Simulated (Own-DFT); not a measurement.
Simulation results for Hf36O71 (tetragonal hafnia with one neutral oxygen vacancy, atoms displaced)

All values are calculated (Own-DFT development build). A calculation, not a measurement: plane-wave PBE and HSE06 DFT by an unreviewed code, no spin, of a simulated cell at Gamma alone, so results move with cell size and shape, stress positive in tension, energies less offsets, not probed for a lower state with spin; hafnium file: forces about 75 meV/angstrom off all-electron values; oxygen file: force components 24 meV/angstrom off all-electron in a glass; k mesh not checked against a denser one; forces and stress are PBE's, HSE06 gives the energy alone, and its difference from PBE has offsets of its own; offsets are fitted by least squares, one for each functional and potential file, so energies compare only between cells with the same atoms and settings and are not formation energies; the far tail of each file's local potential was reset to the Coulomb form; each entry is a single point on an unrelaxed cell, so the pressure reflects the starting lattice, taken from the Materials Project, from which strain is counted, and rises with the displacements; printed positions are rounded, which can move forces by about a meV/angstrom; the program is a retired in-house code; no spin-orbit coupling.

Settings shared by all entries: first functional PBE; second functional HSE06; exact exchange share 0.25; screening 0.11 1/bohr; exchange divergence Gygi-Baldereschi; potential files PseudoDojo norm-conserving, scalar-relativistic, made for PBE, standard set; wave cutoff 48 hartree; occupations fixed; k mesh 1 x 1 x 1 centred on Gamma.

(1) 
```xyz
107
Lattice="10.7800 0.0000 0.0000 0.0000 10.7800 0.0000 0.0000 0.0000 10.4493" Properties=species:S:1:pos:R:3:force_x:R:1:force_y:R:1:force_z:R:1 formula=Hf36O71 PBE_energy_of_cell_above_offsets=-96.640 HSE06_less_PBE_above_offsets=0.075 PBE_pressure=1.92 PBE_stress_xx=-2.98 PBE_stress_yy=-0.71 PBE_stress_zz=-2.06 PBE_stress_yz=0.2 PBE_stress_xz=1.13 PBE_stress_xy=0.22
Hf    10.7289    10.7639    10.4189      0.412     -0.924     -0.553
Hf     1.7697     1.7381     2.6750      2.006      1.048      0.165
O      0.1299     1.8754     1.6042     -2.979     -0.077     -0.256
O      1.8193    10.7576     3.7109     -0.287      1.041     -0.094
O     10.7774     1.7862     4.2330     -0.459      0.541     -0.928
O      1.7749     0.0236     1.0366     -0.311      0.447       0.18
Hf    10.7310     0.0588     5.2071      0.184     -1.147      1.061
Hf     1.7828     1.7982     7.9153      0.448     -0.229     -0.284
O      0.0089     1.7950     6.8152      1.338     -0.058      0.203
O      1.8031    10.7325     8.9293      0.091       1.72     -0.612
O      1.7477    10.7268     6.2214      0.342     -0.063      0.582
Hf    10.7502     3.5647     0.0240      1.241      0.837      0.017
Hf     1.8278     5.3596     2.6306     -0.803      0.738     -1.015
O      0.0636     5.3609     1.5566     -1.554     -0.143      0.725
O      1.7651     3.6302     3.7158      0.506      -0.78     -0.473
O     10.7470     5.4096     4.2133      0.148      0.097      0.592
O      1.8179     3.6773     1.0680      0.606     -0.528     -0.519
Hf    10.7294     3.6048     5.2880      2.396      1.791      -1.46
Hf     1.8288     5.3848     7.8897     -1.484        0.8      0.553
O     10.7472     5.3433     6.8493      0.767      0.232     -0.373
O      1.8277     3.5782     8.9764      0.308     -0.577     -1.014
O      0.0863     5.2717     9.3617     -0.294      1.046      0.934
O      1.7681     3.6327     6.2730      0.526     -0.263      0.619
Hf    10.7725     7.1955     0.0091      1.548     -0.351     -0.879
Hf     1.8162     9.0593     2.7169     -1.299     -1.914      -1.57
O     10.7156     8.9495     1.5768      0.673      0.019      0.135
O      1.7243     7.2252     3.7155      0.406     -0.384     -0.368
O      0.0141     9.0517     4.1852       -0.7     -0.277      0.463
O      1.8140     7.1454     0.9938      0.232     -0.197      0.485
Hf     0.1046     7.2994     5.2910     -1.805      -1.41      -1.37
Hf     1.7875     9.0364     7.8226     -0.188     -0.746      1.418
O     10.7614     8.9829     6.8872      1.516     -0.126     -1.829
O      1.7301     7.2892     8.9247      0.552     -1.999     -1.872
O      0.1090     8.9605     9.3134     -1.205      1.338      1.723
O      1.8184     7.1447     6.2406     -0.428      0.398      1.665
Hf     3.6068     0.0727     0.0599     -0.945     -1.672     -0.642
Hf     5.4746     1.8431     2.5234     -3.377      -0.36      2.813
O      3.6242     1.8084     1.6299     -0.311     -0.366     -0.904
O      5.4463    10.7407     3.5873     -0.345       1.72      0.644
O      3.5253     1.7607     4.1951      0.435      0.451      0.767
O      5.4079    10.7538     1.0350     -1.445      0.336      0.738
Hf     3.5970    10.7314     5.2659     -1.526      0.918     -0.976
Hf     5.3987     1.8521     7.7851      0.441     -1.729      0.523
O      3.5403     1.7425     6.7890       0.64      0.359      0.418
O      5.4039    10.7076     8.9094     -0.466      1.751      -0.61
O      3.5850     1.8080     9.3701      0.382     -0.086       0.48
O      5.3627     0.0256     6.1346      0.323      0.271      1.324
Hf     3.6081     3.5984    10.3945     -1.679       0.79      1.406
Hf     5.3050     5.3363     2.5842      0.351      2.259       0.06
O      3.6454     5.3552     1.4430     -0.469     -0.238      1.725
O      5.3375     3.6483     3.6941      0.691     -1.278      0.317
O      3.6145     5.4218     4.2310     -0.147      0.029     -0.842
O      5.3725     3.6063     1.1070      0.547     -0.435     -0.756
Hf     3.5657     3.6177     5.2273     -0.828     -0.599     -0.235
Hf     5.3891     5.3832     7.8432      0.071      1.095     -0.067
O      3.5560     5.4158     6.7535      1.091     -0.401      1.024
O      5.4964     3.5603     8.8733      -0.89      0.597      0.402
O      3.6192     5.4578     9.4233      0.326     -1.706      -1.47
O      5.4132     3.6190     6.3599     -0.463       0.11     -0.764
Hf     3.6933     7.2137    10.4351     -2.637      0.071      0.678
Hf     5.4290     9.0447     2.6541     -0.687     -2.504     -0.659
O      3.4422     9.0285     1.6716      2.889       0.38     -0.597
O      5.4717     7.2066     3.6217     -0.095      -0.78     -0.136
O      3.5494     8.9288     4.1959      0.219      1.239      0.189
O      5.3278     7.1855     1.0618      1.251      0.288     -0.017
Hf     3.5071     7.2456     5.2522       2.01     -1.039     -0.663
Hf     5.3721     8.9695     7.7634      0.823      0.032      1.941
O      3.6432     8.9845     6.7904     -1.816      0.381      -0.47
O      5.3798     7.2354     8.8010      0.008     -1.268       0.25
O      3.5889     8.9080     9.4877      0.133      2.541     -0.426
O      5.3787     7.3061     6.2291      0.012     -1.471     -0.244
Hf     7.0871    10.7370     0.0500      2.213     -0.767       -2.7
Hf     8.9846     1.8036     2.6676      0.434     -0.232      -0.84
O      7.0962     1.7885     1.6104      3.468      0.123     -1.468
O      8.9725    10.7592     3.6366        0.2      1.431      0.139
O      7.1621     1.7350     4.1476      0.387      1.754     -0.021
O      9.0053    10.7571     1.0340     -0.702      0.905      0.321
Hf     7.1128     0.0016     5.2036      1.316     -1.096       0.48
Hf     9.1066     1.8958     7.8187     -2.591      -1.91      0.944
O      7.1911     1.8074     6.8179     -0.078      0.155     -0.597
O      8.9786    10.7710     8.8257      1.381      1.155      0.384
O      7.2799     1.7771     9.3599     -0.854      0.445      1.513
O      8.9884    10.7702     6.2529     -0.469      0.042     -0.651
Hf     7.1139     3.5889    10.4326      0.618     -0.185     -0.765
Hf     8.9581     5.3383     2.6474      1.268      1.806     -1.324
O      7.1609     5.4470     1.6071     -0.273     -0.559      0.183
O      9.0113     3.6591     3.6599     -0.391     -2.659     -0.186
O      7.2599     5.3604     4.2657       -0.3     -0.598     -0.638
O      8.9188     3.5856     0.9289       0.13     -0.411      1.036
Hf     7.1354     3.6005     5.2046      0.569     -0.704       0.62
Hf     8.9776     5.3739     7.8133      1.758      1.984       0.97
O      7.3108     5.4257     6.7551     -2.297     -0.235      0.054
O      9.0009     3.6360     8.8089     -0.005     -0.362       0.55
O      7.0872     5.4279     9.4189      0.093     -0.908     -0.134
O      9.0464     3.5396     6.1991     -2.657     -0.262      0.849
Hf     7.1566     7.1612     0.0443      0.034      1.448     -0.786
Hf     9.0062     9.0035     2.6901     -0.526     -1.265     -1.362
O      7.1348     8.9723     1.5509      1.027       0.22      0.329
O      8.9654     7.1239     3.5431     -0.216      1.237      0.276
O      7.1800     8.9855     4.1896      0.373      -0.04      0.388
O      8.9630     7.1415     0.8524     -0.207     -0.128      1.331
Hf     7.1945     7.1006     5.2539      0.074      1.913     -0.336
Hf     9.0115     9.0323     7.8021     -1.687     -0.829      0.865
O      7.0974     8.9790     6.8557      1.867        0.5      -1.25
O      9.0499     7.2083     8.8102     -0.183     -0.916     -0.321
O      7.1961     9.0005     9.3565      0.118     -0.439      1.574
O      9.0541     7.2918     6.2259     -0.861     -0.191     -0.703
```

Units: PBE_energy_of_cell_above_offsets, HSE06_less_PBE_above_offsets in eV; PBE_pressure, PBE_stress_xx, PBE_stress_yy, PBE_stress_zz, PBE_stress_yz, PBE_stress_xz, PBE_stress_xy in GPa; force_x, force_y, force_z in eV/Å.

(2) 
```xyz
107
Lattice="10.7800 0.0000 0.0000 0.0000 10.7800 0.0000 0.0000 0.0000 10.4493" Properties=species:S:1:pos:R:3:force_x:R:1:force_y:R:1:force_z:R:1 formula=Hf36O71 PBE_energy_of_cell_above_offsets=-97.943 HSE06_less_PBE_above_offsets=0.056 PBE_pressure=1.96 PBE_stress_xx=-3.03 PBE_stress_yy=-0.17 PBE_stress_zz=-2.68 PBE_stress_yz=0.05 PBE_stress_xz=0.16 PBE_stress_xy=-0.03
Hf    10.6973    10.6667    10.3910      2.431      2.096      0.862
Hf     1.8731     1.8149     2.6371     -1.251     -0.358     -1.228
O     10.7706     1.8124     1.5656     -0.725     -0.263      1.094
O      1.7762     0.0386     3.5763     -0.043     -0.333      0.749
O     10.7593     1.8020     4.1503     -0.765     -0.096      1.012
O      1.8391     0.0633     0.9848     -1.408     -0.845      0.282
Hf    10.7622     0.0246     5.2690      1.806     -0.739     -1.476
Hf     1.7048     1.8365     7.8169       1.91      0.082      1.461
O      0.0129     1.8483     6.7321      -0.99     -0.815      0.271
O      1.7941    10.7222     8.9145      0.194      0.825     -1.383
O      0.0749     1.7671     9.4712     -0.289     -0.368      -1.39
O      1.8335     0.0161     6.1951     -0.588     -0.211      0.373
Hf    10.7272     3.5972    10.4177       0.98     -0.519       0.41
Hf     1.8194     5.3331     2.5405     -1.099      0.515      0.914
O      0.0577     5.3211     1.5528     -1.853      1.035      0.581
O      1.8098     3.5568     3.5899     -0.331      1.221      0.861
O     10.7774     5.3700     4.1587     -0.027       0.62       1.39
O      1.7849     3.6308     0.9718      1.205     -0.209      0.352
Hf     0.0170     3.6104     5.2348     -0.017     -0.052     -0.313
Hf     1.7618     5.3542     7.8049      1.468      0.756      2.097
O     10.6948     5.3251     7.0266      2.175     -0.023      -2.95
O      1.9007     3.6097     8.8641     -0.635     -0.652     -0.826
O      0.0631     5.3380     9.4959     -0.189      1.746     -0.132
O      1.8491     3.5676     6.2717     -1.416      0.439     -0.572
Hf    10.7665     7.2076     0.0486      1.511     -1.136     -1.259
Hf     1.7701     9.0847     2.5242      1.529     -0.858      0.589
O     10.7760     9.0000     1.5640     -0.496      0.093     -0.535
O      1.8703     7.2324     3.6301     -0.328      -0.58     -0.768
O      0.0191     8.9669     4.1577      0.204      0.643      0.967
O      1.8427     7.2219     0.9146     -1.597      0.266      1.053
Hf     0.0117     7.2312     5.2271      0.146     -0.146      -1.05
Hf     1.8930     9.0338     7.8015     -0.277     -1.191      1.683
O      0.0434     9.0625     6.8567     -0.218     -0.289      -0.98
O      1.7767     7.1896     8.8379     -0.473      0.562      -1.15
O      0.0066     8.9974     9.3677     -0.815     -1.148      0.326
O      1.8130     7.1278     6.1960     -1.161     -0.164      0.572
Hf     3.5945     0.0054    10.4242      0.039     -0.413      0.184
Hf     5.4512     1.8090     2.5676     -1.602     -1.411      0.857
O      3.5896     1.7246     1.6922      1.351      0.738     -1.149
O      5.3979    10.7637     3.6112      0.125      0.401      0.326
O      3.6438     1.8977     4.2124     -0.783     -2.482      0.496
O      5.3708     0.0037     0.9859      1.319      0.469      0.116
Hf     3.6334    10.7368     5.2427      0.931      1.121     -0.662
Hf     5.3609     1.7779     7.8295     -1.443      0.254      0.933
O      3.5836     1.7927     6.8173      0.276      0.041      0.372
O      5.3899    10.7744     8.8838      0.175      0.293     -0.235
O      3.5832     1.8291     9.4725      0.379     -0.314     -0.009
O      5.4337    10.6862     6.3428     -0.008      0.594     -1.324
Hf     3.6689     3.6048     0.0013     -2.053      0.743     -1.387
Hf     5.3781     5.3976     2.5706     -0.966      0.346      1.181
O      3.5338     5.4851     1.6217      1.881     -0.456     -0.726
O      5.3062     3.4942     3.6506      1.344      2.001     -0.143
O      3.6589     5.3429     4.1655     -0.304      0.294      0.136
O      5.3877     3.6741     1.0690      0.181     -0.188      0.067
Hf     3.6340     3.6088     5.2049      0.913     -0.398      0.766
Hf     5.4131     5.3887     7.8007     -0.952      1.025      0.918
O      3.6455     5.3454     6.8531     -0.973      -0.36     -1.246
O      5.3103     3.6451     8.8691      0.424     -1.048     -0.371
O      3.5634     5.4758     9.3620      0.437     -1.043      1.161
Hf     3.6489     7.1911     0.0233     -0.527       0.02     -1.265
Hf     5.3591     8.9674     2.5968     -0.783       0.37      0.186
O      3.6352     9.0144     1.5127     -0.909     -0.028      1.105
O      5.3293     7.2306     3.6831      0.586     -0.923     -0.721
O      3.5886     9.0293     4.2086     -0.173     -0.483      0.389
O      5.3880     7.2030     1.0124      1.182     -0.868      0.604
Hf     3.5367     7.1030     5.2008      1.474      0.796     -0.803
Hf     5.4275     8.9834     7.8491     -0.362     -0.098       1.04
O      3.6641     8.9429     6.8839     -0.905      0.287      -1.13
O      5.4321     7.2272     8.9127      0.574     -0.663     -0.534
O      3.6314     8.9542     9.4811     -0.288      0.665     -0.979
O      5.3498     7.0952     6.2354      0.916       0.35      -0.32
Hf     7.2208     0.0919    10.4342     -2.358     -0.992     -0.069
Hf     9.0342     1.7613     2.6847      1.201      0.714     -1.613
O      7.1786     1.8404     1.5601       1.14     -0.209      0.278
O      9.0038    10.6613     3.6336     -0.199      2.718      0.733
O      7.0924     1.7463     4.2468      1.241      0.376       -0.2
O      8.9502    10.7537     0.9373      0.115     -0.137      1.539
Hf     7.2470    10.7789     5.2352     -2.425     -1.202     -0.043
Hf     8.9695     1.6795     7.8105       -0.1      3.089      0.746
O      7.1178     1.7660     6.9155       1.76      0.045     -1.382
O      8.9988     0.0121     8.8723      0.093     -0.442     -0.308
O      7.2062     1.8353     9.4273      0.086      0.137     -0.027
O      9.0044    10.7314     6.2364      -0.46      0.697       0.74
Hf     7.2032     3.6203     0.0297      0.379     -0.091     -0.984
Hf     8.9314     5.4227     2.5755      1.678     -0.159      0.267
O      7.1625     5.3812     1.5997      0.553      0.105     -0.453
O      8.9912     3.6105     3.5877      -0.43     -0.476      0.245
O      7.1403     5.3450     4.2012      0.388      0.687     -0.355
O      8.9811     3.5886     0.9751     -0.711      0.459      0.976
Hf     7.1802     3.5681     5.1817     -0.597      0.407      1.176
Hf     8.9410     5.3870     7.7722     -1.178     -0.724      2.191
O      7.1635     5.3855     6.8504      0.257     -0.439     -1.616
O      9.0200     3.6136     8.8817     -0.077     -1.195     -0.572
O      7.2047     5.3583     9.3628       0.11      0.397          1
O      8.9851     3.6096     6.3120      -0.48     -0.415     -1.522
Hf     7.2445     7.1715    10.3742     -1.599      0.711      0.041
Hf     8.9508     9.0040     2.6101     -0.492     -1.422     -0.929
O      7.1120     8.9113     1.6701      1.459      0.425     -0.555
O      9.0552     7.2637     3.6384     -0.643     -1.653      0.295
O      7.2116     8.9621     4.2074      0.184      0.502      0.616
O      8.9459     7.2427     1.0677      0.639     -0.714     -0.286
Hf     7.2078     7.2005     5.1833     -1.367     -0.159      1.165
Hf     9.0273     8.9562     7.8593     -0.661     -0.633      -0.01
O      7.1546     8.9080     6.8679      1.776       0.01     -0.798
O      8.9962     7.2009     8.8390     -0.021      -0.43      0.862
O      7.2460     9.0112     9.4467       0.39       0.17      0.303
O      8.9947     7.1653     6.3238      0.307      0.308     -1.169
```

Units: PBE_energy_of_cell_above_offsets, HSE06_less_PBE_above_offsets in eV; PBE_pressure, PBE_stress_xx, PBE_stress_yy, PBE_stress_zz, PBE_stress_yz, PBE_stress_xz, PBE_stress_xy in GPa; force_x, force_y, force_z in eV/Å.
